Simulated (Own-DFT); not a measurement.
Hf31O64 (monoclinic hafnia with one vacancy, atoms displaced) (calculated)

All values are calculated (Own-DFT development build). A calculation, not a measurement: plane-wave density functional theory by an unreviewed code, no spin, of a simulated periodic cell, stress positive in tension, run twice, with PBE and with PBEsol, both on files made for PBE, so the change isn't that of files made for PBEsol, defect cell not probed for a lower state with spin; a neutral cation vacancy leaves holes that likely carry spin, which this run leaves out; hafnium file: forces about 75 meV/angstrom off all-electron values; oxygen file: force components 24 meV/angstrom off all-electron in one glass; forces on such cells passed a denser k mesh, this cell's mesh not checked; the far tail of each file's local potential was reset to the Coulomb form; each entry is a single point on an unrelaxed cell, so the pressure reflects the starting lattice, mostly measured values (interpolated for alloys), from which strain is counted, and rises with the displacements; printed positions are rounded, which can move forces by about a meV/angstrom; the program, named Own-DFT, is a retired in-house code; no spin-orbit coupling; stress was not checked against mesh or cutoff.

Hf31O64 (monoclinic hafnia with one vacancy, atoms displaced)

```
Hf31O64
1.0
     10.2340     0.0000     0.0000
      0.0000    10.3500     0.0000
     -1.6955     0.0000    10.4453
Hf O Hf O Hf O Hf O Hf O Hf O Hf O Hf O
4 8 4 8 4 8 4 8 3 8 4 8 4 8 4 8
Direct
  0.14214 0.02357 0.09984
  0.35480 0.27577 0.14766
  0.36195 0.47895 0.38866
  0.13384 0.23141 0.35336
  0.03520 0.16822 0.17008
  0.46020 0.41692 0.07581
  0.45966 0.33131 0.32961
  0.04363 0.07665 0.41879
  0.22262 0.38078 0.24104
  0.26698 0.12671 0.00663
  0.27859 0.12559 0.26011
  0.22401 0.37341 0.49301
  0.14105 0.01216 0.59894
  0.37019 0.26910 0.65204
  0.35898 0.47852 0.89550
  0.14119 0.22636 0.85407
  0.03917 0.16986 0.67613
  0.45953 0.42595 0.57566
  0.45614 0.32715 0.82349
  0.03645 0.07984 0.92808
  0.21791 0.37389 0.73837
  0.26981 0.13373 0.51131
  0.27786 0.11518 0.76612
  0.22085 0.36571 0.98519
  0.14676 0.51449 0.10283
  0.35779 0.77329 0.14988
  0.36721 0.98160 0.38800
  0.14329 0.72451 0.35245
  0.03797 0.66071 0.17911
  0.45646 0.90889 0.07168
  0.45898 0.83047 0.32412
  0.03949 0.57900 0.41993
  0.22763 0.87175 0.24311
  0.27506 0.63481 0.01462
  0.28071 0.62531 0.26680
  0.22890 0.87464 0.49269
  0.14930 0.51739 0.60988
  0.35803 0.77759 0.64018
  0.36378 0.98112 0.90405
  0.13843 0.73448 0.85751
  0.03272 0.65846 0.67806
  0.45117 0.92209 0.57103
  0.46001 0.83986 0.81375
  0.03354 0.58905 0.92483
  0.21348 0.87385 0.74539
  0.27807 0.62755 0.51179
  0.27576 0.61357 0.75920
  0.23422 0.86736 0.98172
  0.63380 0.02500 0.10893
  0.86296 0.27271 0.13744
  0.63589 0.23122 0.36122
  0.54211 0.16082 0.17617
  0.96113 0.42652 0.08649
  0.96347 0.33322 0.32335
  0.52961 0.09031 0.42014
  0.71903 0.37208 0.24242
  0.77271 0.12037 0.00598
  0.77327 0.12974 0.26090
  0.72383 0.36814 0.48748
  0.64028 0.02663 0.60450
  0.86590 0.27163 0.64946
  0.85875 0.48495 0.90592
  0.64908 0.23129 0.85592
  0.54028 0.16826 0.67329
  0.96564 0.41413 0.58642
  0.95958 0.33294 0.83236
  0.53328 0.07886 0.91947
  0.72484 0.37965 0.73622
  0.77535 0.12264 0.50917
  0.77263 0.12842 0.75528
  0.73045 0.37618 0.99119
  0.63915 0.51856 0.10038
  0.86284 0.77294 0.14833
  0.85906 0.97541 0.39883
  0.63444 0.73169 0.35810
  0.53186 0.66344 0.17170
  0.96030 0.91320 0.08475
  0.95493 0.84432 0.32490
  0.53394 0.58889 0.42771
  0.73125 0.87993 0.24332
  0.77736 0.63811 0.00861
  0.77924 0.62670 0.25410
  0.71377 0.86284 0.48770
  0.64103 0.52043 0.60616
  0.87262 0.76900 0.64973
  0.85600 0.97780 0.90328
  0.63183 0.73429 0.85948
  0.54336 0.66229 0.67901
  0.96194 0.91537 0.58256
  0.97116 0.83154 0.83092
  0.53840 0.58569 0.92584
  0.72362 0.87207 0.74289
  0.78350 0.63332 0.51512
  0.76236 0.62346 0.75962
  0.72898 0.86422 0.99381
```

* functional: PBE, then PBEsol
* potential files: PseudoDojo norm-conserving, scalar-relativistic, standard set
* wave cutoff: 72 hartree
* occupations: Fermi-Dirac
* smearing width: 0.1 eV
* k mesh: 2 x 2 x 2 centred on Gamma
* rms change of force components from PBE to PBEsol: withheld

Questions
1. Estimate the rms change of force components from PBE to PBEsol of Hf31O64 (monoclinic hafnia with one vacancy, atoms displaced).

## Answers
1. 0.055 eV/Å

Further results for Hf31O64 (monoclinic hafnia with one vacancy, atoms displaced):

- PBE pressure: 5.55 GPa
- PBE stress xx: -5.53 GPa
- PBE stress yy: -5.76 GPa
- PBE stress zz: -5.38 GPa
- PBE stress yz: 0.41 GPa
- PBE stress xz: -0.13 GPa
- PBE stress xy: -0.47 GPa
- PBEsol pressure: -0.78 GPa
- PBEsol stress xx: 0.8 GPa
- PBEsol stress yy: 0.55 GPa
- PBEsol stress zz: 1.01 GPa
- PBEsol stress yz: 0.39 GPa
- PBEsol stress xz: 0.19 GPa
- PBEsol stress xy: -0.42 GPa

Force:
```csv
force element,PBE force x (eV/Å),PBE force y (eV/Å),PBE force z (eV/Å),PBEsol force x (eV/Å),PBEsol force y (eV/Å),PBEsol force z (eV/Å)
Hf,-1.865,-0.998,1.187,-1.823,-0.885,1.113
Hf,1.594,-1.345,0.113,1.526,-1.259,0.151
Hf,0.235,0.519,2.733,0.22,0.47,2.709
Hf,-0.75,0.272,1.211,-0.755,0.23,1.142
O,0.529,-0.415,-0.564,0.534,-0.398,-0.508
O,-0.073,-0.366,0.237,-0.096,-0.342,0.183
O,0.046,-0.155,-0.853,0.021,-0.154,-0.891
O,-1.261,-0.262,0.012,-1.215,-0.264,0.075
O,0.218,-0.129,-0.721,0.292,-0.131,-0.724
O,1.368,0.828,1.037,1.251,0.794,0.996
O,-0.107,-0.349,-0.729,-0.149,-0.329,-0.717
O,0.304,-0.116,-0.761,0.356,-0.093,-0.738
Hf,-0.272,1.653,0.949,-0.245,1.644,0.885
Hf,-1.424,0.151,-2.359,-1.387,0.204,-2.266
Hf,0.713,0.434,-0.54,0.686,0.37,-0.512
Hf,-1.157,-0.453,-1.37,-1.107,-0.488,-1.361
O,0.047,-0.914,-0.453,0.047,-0.857,-0.371
O,-0.083,-1.111,0.571,-0.092,-1.077,0.5
O,1.317,0.716,1.958,1.259,0.691,1.838
O,-0.83,-0.015,-0.534,-0.787,-0.033,-0.447
O,0.56,-0.165,0.834,0.604,-0.159,0.819
O,0.774,-0.282,0.208,0.683,-0.29,0.205
O,0.008,0.422,-0.703,-0.055,0.428,-0.664
O,0.18,0.988,1.097,0.241,0.973,1.082
Hf,-2.373,2.263,-0.004,-2.32,2.263,-0.014
Hf,0.878,-1.564,-1.125,0.856,-1.491,-1.078
Hf,-1.404,0.156,1.337,-1.369,0.096,1.349
Hf,-2.194,0.064,0.779,-2.111,-0.03,0.728
O,0.588,0.116,-0.405,0.597,0.126,-0.338
O,2.25,1.225,1.439,2.16,1.222,1.36
O,0.823,0.656,0.709,0.78,0.632,0.643
O,0.877,0.535,0.534,1.035,0.603,0.582
O,-0.93,1.716,-0.907,-0.821,1.649,-0.878
O,0.074,-1.503,-0.321,0.004,-1.472,-0.305
O,0.108,-0.859,-0.858,0.046,-0.828,-0.825
O,-1.049,-0.665,-0.92,-0.96,-0.632,-0.865
Hf,-2.362,-0.195,-1.831,-2.279,-0.171,-1.792
Hf,0.852,-1.342,1.191,0.824,-1.242,1.181
Hf,0.108,-0.567,-2.902,0.097,-0.601,-2.818
Hf,0.236,-1.465,-0.547,0.229,-1.446,-0.56
O,0.833,-0.092,-0.158,0.815,-0.05,-0.108
O,2.136,0.748,0.34,2.05,0.726,0.273
O,0.03,0.116,0.915,0.017,0.086,0.853
O,-0.143,-1.018,0.622,-0.134,-1.011,0.655
O,0.913,0.343,-1.662,0.943,0.318,-1.627
O,-0.024,0.552,-0.186,-0.081,0.534,-0.183
O,0.344,0.556,0.632,0.267,0.52,0.613
O,-1.905,0.705,2.044,-1.797,0.688,1.988
Hf,1.125,-1.809,-0.345,1.108,-1.696,-0.357
Hf,-0.465,0.252,3.785,-0.453,0.303,3.762
Hf,2.742,1.816,-0.678,2.707,1.746,-0.684
O,-2.864,1.689,-0.414,-2.758,1.638,-0.358
O,0.944,-0.092,-0.571,0.915,-0.094,-0.626
O,0.524,-0.745,-0.369,0.619,-0.88,-0.5
O,-0.016,-0.977,0.861,-0.015,-0.971,0.877
O,-0.483,0.202,-2.062,-0.46,0.124,-2.091
O,-0.002,1.354,0.375,-0.056,1.31,0.343
O,0.704,-1.261,0.021,0.609,-1.231,0.013
O,-0.902,-0.425,1.254,-0.924,-0.497,1.269
Hf,-0.267,-1.883,-0.015,-0.234,-1.759,-0.04
Hf,0.035,0.787,-1.746,0.034,0.834,-1.662
Hf,1.594,1.541,-2.29,1.545,1.465,-2.198
Hf,-1.644,-0.271,-0.979,-1.568,-0.323,-1.012
O,-0.224,0.131,0.074,-0.21,0.136,0.122
O,1.04,0.297,0.525,1.046,0.237,0.596
O,0.42,-0.12,0.706,0.401,-0.131,0.621
O,1.283,1.156,0.618,1.246,1.108,0.667
O,-0.625,-0.467,1.268,-0.557,-0.476,1.246
O,-0.298,0.204,0.671,-0.38,0.178,0.661
O,0.315,-1.431,1.217,0.218,-1.37,1.187
O,-1.22,-1.266,-0.389,-1.113,-1.224,-0.376
Hf,0.415,1.296,2.952,0.405,1.326,2.857
Hf,-0.66,-1.83,0.851,-0.692,-1.739,0.859
Hf,-0.285,1.438,-0.54,-0.285,1.345,-0.532
Hf,1.928,-2.651,-0.85,1.888,-2.618,-0.836
O,0.096,-0.06,0.06,0.09,-0.041,0.096
O,2.217,1.952,-1.204,2.133,1.912,-1.234
O,3.027,-2.038,0.574,2.906,-1.981,0.504
O,-0.371,-0.178,-0.466,-0.365,-0.184,-0.421
O,-1.965,0.946,-0.626,-1.837,0.925,-0.601
O,-0.189,-1.575,-0.065,-0.242,-1.556,-0.071
O,-1.59,0.162,-0.292,-1.651,0.274,-0.395
O,0.447,1.879,0.881,0.501,1.841,0.83
Hf,1.22,0.45,-1.409,1.195,0.501,-1.376
Hf,-2.119,-1.435,-0.091,-2.073,-1.382,-0.075
Hf,1.121,-1.224,-1.064,1.07,-1.241,-0.982
Hf,0.805,-0.344,-1.538,0.821,-0.401,-1.552
O,-2.473,1.27,-0.752,-2.379,1.246,-0.685
O,0.588,0.909,-0.798,0.574,0.884,-0.829
O,-1.258,1.054,0.518,-1.211,0.991,0.453
O,-1.39,-1.165,-0.223,-1.339,-1.147,-0.165
O,0.275,1.91,-0.194,0.323,1.855,-0.167
O,-1.076,0.348,0.191,-1.182,0.425,0.272
O,1.602,-0.571,1.39,1.483,-0.551,1.359
O,-0.816,1.387,-0.095,-0.707,1.351,-0.106
```
